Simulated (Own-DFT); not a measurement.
## Calculated data, Si$_{3}$N$_{4}$ (beta silicon nitride, atoms displaced)

Computed with Own-DFT development build. A calculation, not a measurement: plane-wave PBE density functional theory by an unreviewed code, no spin, of a simulated periodic cell, stress positive in tension, free energy of the whole cell less one offset for each atom, forces on such cells passed a denser k mesh, this cell's mesh not checked; offsets are fitted by least squares, one for each functional and potential file, so energies compare only between cells with the same atoms and settings and are not formation energies; the far tail of each file's local potential was reset to the Coulomb form; each entry is a single point on an unrelaxed cell, so the pressure reflects the starting lattice, mostly measured values (interpolated for alloys), from which strain is counted, and rises with the displacements; printed positions are rounded, which can move forces by about a meV/angstrom; the program, named Own-DFT, is a retired in-house code; no spin-orbit coupling; before rounding, a Quantum ESPRESSO 7.3.1 run of the same cell and cutoff gave forces within 1 meV/angstrom rms on each cell, which checks the program and not the settings.

Common to all runs: functional PBE; potential files PseudoDojo norm-conserving, scalar-relativistic, standard set; wave cutoff 42 hartree; occupations Fermi-Dirac; smearing width 0.1 eV; k mesh 3 x 3 x 3 centred on Gamma.

(1) 
```xyz
42
Lattice="7.6060 0.0000 0.0000 -3.8030 6.5870 0.0000 0.0000 0.0000 8.7270" Properties=species:S:1:pos:R:3:force_x:R:1:force_y:R:1:force_z:R:1 formula=Si3N4 free_energy_of_cell_above_offsets=-7.342 pressure=5.41 stress_xx=-4.46 stress_yy=-6.09 stress_zz=-5.68 stress_yz=0.64 stress_xz=-0.95 stress_xy=-1.33
Si    -1.6056     5.0933     0.7430      0.418     -0.733     -0.224
Si     0.1613     2.6728     0.7388      1.827     -0.278     -1.232
Si     1.3633     5.4155     0.7298      0.384      0.473      0.072
Si     5.4028     1.5276     2.1616     -0.062      0.046      0.689
Si     3.6109     3.9135     2.1579      -0.79      0.021      1.562
Si     2.4471     1.1725     2.2147     -0.563     -0.271     -2.143
N      2.3857     0.2020     0.7032      0.127      0.258      1.588
N      6.2038     1.9995     0.6774     -0.008     -0.324      1.541
N      2.7908     4.3911     0.7389      -0.62      0.786     -0.582
N      1.3992     6.3881     2.2152     -0.002      0.363     -1.686
N     -2.4046     4.5934     2.2008     -0.381      0.157     -0.589
N      1.0402     2.1693     2.1587     -0.819       0.23      0.516
N     -0.0084     4.3763     0.7381     -0.216      0.637      0.169
N      3.8016     2.1817     2.1979      0.758      0.842     -0.217
Si    -1.6055     5.0894     3.6314      0.446     -1.021      0.596
Si     0.2191     2.6751     3.6323      0.248      0.094     -0.037
Si     1.3295     5.4721     3.6371      0.694     -1.772      0.159
Si     5.4253     1.5121     5.1272     -1.142      0.378     -1.478
Si     3.5877     3.9129     5.0873     -0.998      0.503     -0.172
Si     2.4296     1.1631     5.0931      0.315      0.007      0.048
N      2.4305     0.2092     3.5932      -0.33     -0.257       1.88
N      6.2323     2.0027     3.6478     -0.102     -0.606     -0.369
N      2.7537     4.4403     3.6397      0.674     -0.363     -0.543
N      1.3996     6.3693     5.0750      0.008      1.358      0.845
N     -2.4259     4.5673     5.0835      0.264      0.851      0.027
N      1.0502     2.2187     5.0971      0.083      -0.86     -0.866
N     -0.0161     4.3731     3.6879     -0.071      0.987     -0.505
N      3.8030     2.2190     5.0790      0.477     -1.139       0.14
Si    -1.6016     5.0537     6.5305      0.532     -0.294      0.642
Si     0.2304     2.6493     6.5272     -0.299      1.215      0.453
Si     1.3779     5.4596     6.5401     -0.576     -0.804      0.271
Si     5.4286     1.5291     7.9725     -2.252      0.515      0.288
Si     3.5881     3.9154     7.9946     -0.134      0.145     -0.149
Si     2.4247     1.1074     8.0003     -0.389      2.015     -0.206
N      2.3903     0.2020     6.5582     -0.076      -0.64     -1.257
N      6.2242     1.9873     6.5516      0.752      0.038     -0.548
N      2.7507     4.4206     6.5487      0.873      0.016     -0.017
N      1.3702     6.4265     7.9928      0.263     -1.235      0.449
N     -2.4095     4.6044     8.0278     -0.614     -0.034      -0.79
N      0.9990     2.1680     7.9570       0.38     -0.576      1.693
N      0.0070     4.3802     6.5632     -0.299      0.344     -0.158
N      3.7658     2.2185     7.9728      1.219     -1.073      0.139
```

Units: free_energy_of_cell_above_offsets in eV; pressure, stress_xx, stress_yy, stress_zz, stress_yz, stress_xz, stress_xy in GPa; force_x, force_y, force_z in eV/Å.

(2) 
```xyz
42
Lattice="7.6060 0.0000 0.0000 -3.8030 6.5870 0.0000 0.0000 0.0000 8.7270" Properties=species:S:1:pos:R:3:force_x:R:1:force_y:R:1:force_z:R:1 formula=Si3N4 free_energy_of_cell_above_offsets=-7.243 pressure=5.65 stress_xx=-5.34 stress_yy=-4.61 stress_zz=-6.98 stress_yz=-0.85 stress_xz=-0.01 stress_xy=-0.09
Si    -1.5996     5.0470     0.7300      0.398      0.051     -0.697
Si     0.1929     2.6592     0.7045      0.585       1.44      0.618
Si     1.4110     5.4657     0.7495     -1.063     -0.888     -1.707
Si     5.4280     1.5343     2.2190     -1.928       0.74     -1.697
Si     3.5720     3.9281     2.1716      0.789       -0.6     -0.202
Si     2.4143     1.1388     2.1593      0.184      0.727       0.09
N      2.3755     0.1832     0.7226     -0.204      0.602     -0.325
N      6.2367     1.9873     0.7128     -0.562     -0.559      0.597
N      2.7852     4.4390     0.7263      0.279     -0.077     -0.416
N      1.3667     6.4194     2.1351      0.433     -0.151      2.122
N     -2.4209     4.5932     2.1571      0.022      0.217      1.339
N      1.0005     2.1758     2.1800      0.014     -0.251     -0.255
N      0.0127     4.4220     0.6864        0.1     -0.925      0.428
N      3.7709     2.2154     2.1713      1.033     -0.683     -0.094
Si    -1.5629     5.0878     3.6641     -1.601      -0.38     -0.972
Si     0.2109     2.6594     3.6402     -0.142      0.626     -0.012
Si     1.3773     5.4576     3.6376      0.316     -0.396      0.508
Si     5.4347     1.5263     5.1117     -2.356     -0.359      0.211
Si     3.6051     3.9186     5.0769     -0.877     -0.715      0.187
Si     2.3862     1.1304     5.0824      1.248      1.243      0.993
N      2.3993     0.2321     3.6395     -0.201     -1.149     -0.348
N      6.1986     1.9632     3.6551      1.618      0.494      0.061
N      2.7930     4.3706     3.6193     -1.411      1.585      0.249
N      1.4183     6.3772     5.1681      0.086      0.654     -2.492
N     -2.4436     4.6029     5.1019      1.059      0.813      -0.38
N      1.0159     2.1810     5.0930     -0.442     -0.227      0.254
N     -0.0210     4.4047     3.6387      1.217     -0.475     -0.036
N      3.7850     2.2080     5.0749      0.592     -0.995      0.185
Si    -1.5983     5.0807     6.5451       0.52     -0.643      0.097
Si     0.2006     2.6497     6.5774     -0.334      1.537     -1.573
Si     1.3836     5.4358     6.5727     -0.229     -1.033      -0.44
Si     5.3802     1.4962     8.0127      0.327       0.11     -0.485
Si     3.6073     3.9382     7.9844     -0.824     -0.984      -0.31
Si     2.3909     1.1573     7.9819      1.177      0.333      1.233
N      2.3988     0.2033     6.5899     -0.383      -0.02     -1.817
N      6.2218     1.9664     6.5459      0.597      0.187      0.851
N      2.7565     4.4000     6.5092      0.707     -0.178      0.959
N      1.3880     6.3651     7.9736      0.476      0.844      1.597
N     -2.4347     4.6066     7.9714        0.4      0.319      0.689
N      1.0061     2.1917     7.9819      0.649     -0.598      0.856
N      0.0057     4.4095     6.5405     -0.605     -0.954     -0.019
N      3.8311     2.1804     7.9894     -1.664      0.718      0.155
```

Units: free_energy_of_cell_above_offsets in eV; pressure, stress_xx, stress_yy, stress_zz, stress_yz, stress_xz, stress_xy in GPa; force_x, force_y, force_z in eV/Å.

(3) 
```xyz
42
Lattice="7.6060 0.0000 0.0000 -3.8030 6.5870 0.0000 0.0000 0.0000 8.7270" Properties=species:S:1:pos:R:3:force_x:R:1:force_y:R:1:force_z:R:1 formula=Si3N4 free_energy_of_cell_above_offsets=-7.303 pressure=5.51 stress_xx=-3.91 stress_yy=-5.73 stress_zz=-6.9 stress_yz=0.84 stress_xz=1.2 stress_xy=-0.37
Si    -1.6008     5.0660     0.7537      1.063     -0.452     -1.145
Si     0.2143     2.6574     0.7497      0.129      0.584     -0.785
Si     1.3858     5.4491     0.7226      0.052     -0.338     -0.564
Si     5.4183     1.4859     2.1491      -1.27      2.196      1.274
Si     3.5925     3.9050     2.1818     -0.026      0.182     -1.021
Si     2.4020     1.1541     2.1649      0.387       0.56      0.624
N      2.4106     0.2041     0.7022     -0.306       -0.7      1.081
N      6.2308     1.9612     0.7321      0.786      0.297       0.04
N      2.7715     4.4022     0.6880     -0.041      0.748      1.638
N      1.3960     6.4113     2.1822      0.156     -1.091     -0.722
N     -2.4099     4.6015     2.1838     -0.712      0.008      0.169
N      0.9882     2.1832     2.1888      0.611     -0.667      0.408
N      0.0456     4.3777     0.7377     -1.545      0.611       0.03
N      3.7847     2.2249     2.1683      0.778     -1.589     -0.041
Si    -1.6031     5.0688     3.6418      0.389      0.388      0.209
Si     0.1935     2.6925     3.6506      0.597     -0.422      0.314
Si     1.3995     5.4570     3.5882     -0.831     -0.674      2.283
Si     5.4308     1.5440     5.0728     -1.793     -0.443      1.166
Si     3.5833     3.9334     5.0668      0.286     -1.001      0.258
Si     2.4355     1.1402     5.1334      0.849      1.091     -1.504
N      2.4006     0.2197     3.6412     -0.174     -0.476     -0.163
N      6.2094     1.9798     3.6482      0.889        0.1      -1.37
N      2.7733     4.3743     3.6086     -0.585      1.116      0.056
N      1.3700     6.4007     5.1260      0.522      0.023     -1.849
N     -2.4255     4.5969     5.0952      0.014      0.409     -0.491
N      1.0496     2.1638     5.1054     -0.896      0.297     -0.408
N     -0.0139     4.3962     3.6310       0.65      0.486     -0.072
N      3.8192     2.2231     5.0940     -0.162      -0.66     -0.088
Si    -1.5979     5.0718     6.5307      0.868     -0.646      0.393
Si     0.2028     2.6432     6.5442      0.689      1.036      0.271
Si     1.4173     5.4503     6.5446     -0.818     -0.726      0.024
Si     5.4245     1.5171     8.0211     -1.534      1.038     -1.239
Si     3.6121     3.9699     8.0135      -0.95     -2.189     -1.605
Si     2.3897     1.1146     7.9975      1.357      2.225     -0.175
N      2.4010     0.2087     6.5476     -0.262     -0.928      0.339
N      6.2334     1.9772     6.5395      0.167     -0.154      0.382
N      2.7945     4.4087     6.4971     -0.099      0.585      1.356
N      1.4280     6.4130     7.9945      0.047     -1.022      0.387
N     -2.4401     4.6096     7.9896      1.467      0.944      0.541
N      1.0321     2.1985     8.0161     -0.281     -0.613     -0.154
N      0.0186     4.3839     6.5374      -0.34      0.313       0.14
N      3.8060     2.2133     8.0081     -0.126     -0.445      0.013
```

Units: free_energy_of_cell_above_offsets in eV; pressure, stress_xx, stress_yy, stress_zz, stress_yz, stress_xz, stress_xy in GPa; force_x, force_y, force_z in eV/Å.

(4) 
```xyz
42
Lattice="7.6060 0.0000 0.0000 -3.8030 6.5870 0.0000 0.0000 0.0000 8.7270" Properties=species:S:1:pos:R:3:force_x:R:1:force_y:R:1:force_z:R:1 formula=Si3N4 free_energy_of_cell_above_offsets=-7.427 pressure=5.46 stress_xx=-3.71 stress_yy=-5.21 stress_zz=-7.47 stress_yz=-0.81 stress_xz=-0.1 stress_xy=0.45
Si    -1.6177     5.0920     0.7656      0.909     -1.344     -0.754
Si     0.2290     2.6332     0.7327     -0.763      1.187     -0.299
Si     1.3838     5.4349     0.7324     -0.294     -0.633      0.829
Si     5.3875     1.5407     2.1826       0.11      1.121      -0.38
Si     3.5655     3.9241     2.2005      1.187     -0.396     -0.021
Si     2.4168     1.1279     2.1726       0.53      1.987      0.607
N      2.4202     0.2022     0.7479     -0.178      0.321      -0.78
N      6.2258     1.9941     0.7146     -0.197     -0.441      -0.19
N      2.7908     4.3676     0.7680     -1.214      1.186     -1.216
N      1.4297     6.4404     2.1881     -0.346     -1.897     -0.383
N     -2.4332     4.6152     2.2031     -0.031      0.423      0.436
N      1.0059     2.1947     2.2026      1.018     -0.977     -0.407
N     -0.0039     4.3782     0.6869      0.136      0.296      0.596
N      3.8057     2.2431     2.1631     -0.578     -1.674      0.103
Si    -1.5861     5.0825     3.6585     -0.068     -0.511     -0.322
Si     0.2273     2.6815     3.6501     -1.331     -0.157     -0.826
Si     1.3634     5.4542     3.6217      0.514      -0.25     -0.067
Si     5.4059     1.5380     5.1116     -0.163     -0.111     -1.385
Si     3.5677     3.9387     5.1088      0.934     -1.225     -1.423
Si     2.4071     1.1487     5.0883      0.751      1.216      0.359
N      2.4222     0.2324     3.6529     -0.235     -1.179     -0.449
N      6.2244     1.9661     3.6235      0.643      0.441      0.755
N      2.7713     4.3908     3.6141     -0.756       0.85      1.391
N      1.4284     6.3876     5.0740      -0.05      0.043      0.757
N     -2.4166     4.5934     5.1111     -0.286      0.405     -0.572
N      0.9840     2.1628     5.0670      1.056     -0.654      1.022
N      0.0069     4.3829     3.6460     -0.244       0.87     -0.066
N      3.8232     2.2007     5.0786     -1.011      0.131      0.205
Si    -1.5934     5.0525     6.5365      0.586      0.157      1.191
Si     0.2059     2.6421     6.5384      0.474      0.502      0.279
Si     1.3746     5.4494     6.5407      0.291     -0.906      0.169
Si     5.3649     1.5294     7.9765      1.116     -0.047      1.067
Si     3.5701     3.9045     8.0207      0.968      0.464     -0.043
Si     2.4335     1.1384     7.9799      0.102      0.904      1.261
N      2.4123     0.2346     6.5615     -0.119     -1.681     -1.106
N      6.2397     1.9734     6.5409     -0.395     -0.341      0.397
N      2.8047     4.3635     6.5346     -1.697       1.47      1.178
N      1.3988     6.3692     8.0348      0.224       0.73     -1.428
N     -2.4205     4.6278     8.0212     -0.729     -0.005     -0.339
N      1.0276     2.1628     7.9905      0.274     -0.396       0.11
N      0.0195     4.3544     6.5502       -0.4      0.973     -0.225
N      3.8117     2.2146     7.9916     -0.734     -0.851      -0.03
```

Units: free_energy_of_cell_above_offsets in eV; pressure, stress_xx, stress_yy, stress_zz, stress_yz, stress_xz, stress_xy in GPa; force_x, force_y, force_z in eV/Å.

(5) 
```xyz
42
Lattice="7.6060 0.0000 0.0000 -3.8030 6.5870 0.0000 0.0000 0.0000 8.7270" Properties=species:S:1:pos:R:3:force_x:R:1:force_y:R:1:force_z:R:1 formula=Si3N4 free_energy_of_cell_above_offsets=-7.324 pressure=5.48 stress_xx=-4.71 stress_yy=-4.59 stress_zz=-7.14 stress_yz=-0.25 stress_xz=0.44 stress_xy=0.16
Si    -1.6280     5.0701     0.7261       1.73       0.09     -0.565
Si     0.2383     2.6536     0.7329     -0.706      1.187     -1.143
Si     1.3621     5.4211     0.7464      0.777     -0.011     -0.114
Si     5.4233     1.5298     2.1542     -0.625     -0.423      1.396
Si     3.6259     3.9085     2.2004     -0.794     -0.571     -1.645
Si     2.4100     1.1155     2.1798      1.068      1.673      0.603
N      2.4037     0.2264     0.7573     -0.371     -1.276     -1.361
N      6.2254     1.9446     0.7143      1.414       0.63      0.035
N      2.7665     4.3840     0.6720      0.601      0.251      1.624
N      1.3658     6.3966     2.1910       0.61     -0.222     -0.251
N     -2.3724     4.5686     2.1699     -1.137      0.045      0.563
N      1.0179     2.1779     2.1584      0.545     -0.705      0.635
N      0.0173     4.4036     0.7305     -1.563     -1.036     -0.005
N      3.8428     2.1805     2.1928     -1.372      0.295      -0.09
Si    -1.6031     5.0556     3.6347      1.096     -0.236      0.294
Si     0.2102     2.6629     3.5923     -0.385      0.203      1.136
Si     1.4046     5.4456     3.6326     -1.033     -0.511     -0.476
Si     5.3710     1.5064     5.0687     -0.028       0.77      0.901
Si     3.5671     3.9369     5.1002      0.672      -1.54     -0.468
Si     2.4221     1.1438     5.0976      0.215      0.246     -0.374
N      2.3925     0.1983     3.6278     -0.335     -0.536        0.5
N      6.2019     1.9732     3.6818      1.367      0.357     -2.107
N      2.7812     4.4021     3.6271      0.313      0.289      0.149
N      1.3940     6.4039     5.0535      0.223     -1.061      1.168
N     -2.4220     4.5731     5.1013     -0.281      0.402     -0.748
N      1.0387     2.1830     5.0556     -0.219     -0.317      0.182
N      0.0159     4.3737     3.6408     -0.225      0.614     -0.118
N      3.8055     2.1743     5.0856     -0.762      1.022      0.022
Si    -1.5688     5.0423     6.5112     -0.087      0.242      1.149
Si     0.1960     2.6436     6.5025      0.588      0.316      0.778
Si     1.3863     5.4691     6.5441     -0.351     -1.092     -0.017
Si     5.4059     1.5296     8.0038     -1.292     -0.472     -0.469
Si     3.5957     3.9007     7.9466      0.148      0.234      1.778
Si     2.4194     1.1438     7.9950      0.449      0.424      0.375
N      2.4116     0.2033     6.5498     -0.238     -0.757     -0.247
N      6.1993     1.9796     6.5368      0.521     -0.279     -0.071
N      2.7979     4.3874     6.5503     -1.422      1.422     -0.982
N      1.3621     6.3627     8.0265      0.373      1.148     -0.781
N     -2.4218     4.6104     7.9990      0.041      0.113     -0.613
N      1.0581     2.2002     8.0042     -0.958     -0.223     -0.847
N      0.0083     4.3648     6.5044      0.487      0.552      0.128
N      3.7831     2.2162     7.9797      0.947     -1.259      0.076
```

Units: free_energy_of_cell_above_offsets in eV; pressure, stress_xx, stress_yy, stress_zz, stress_yz, stress_xz, stress_xy in GPa; force_x, force_y, force_z in eV/Å.
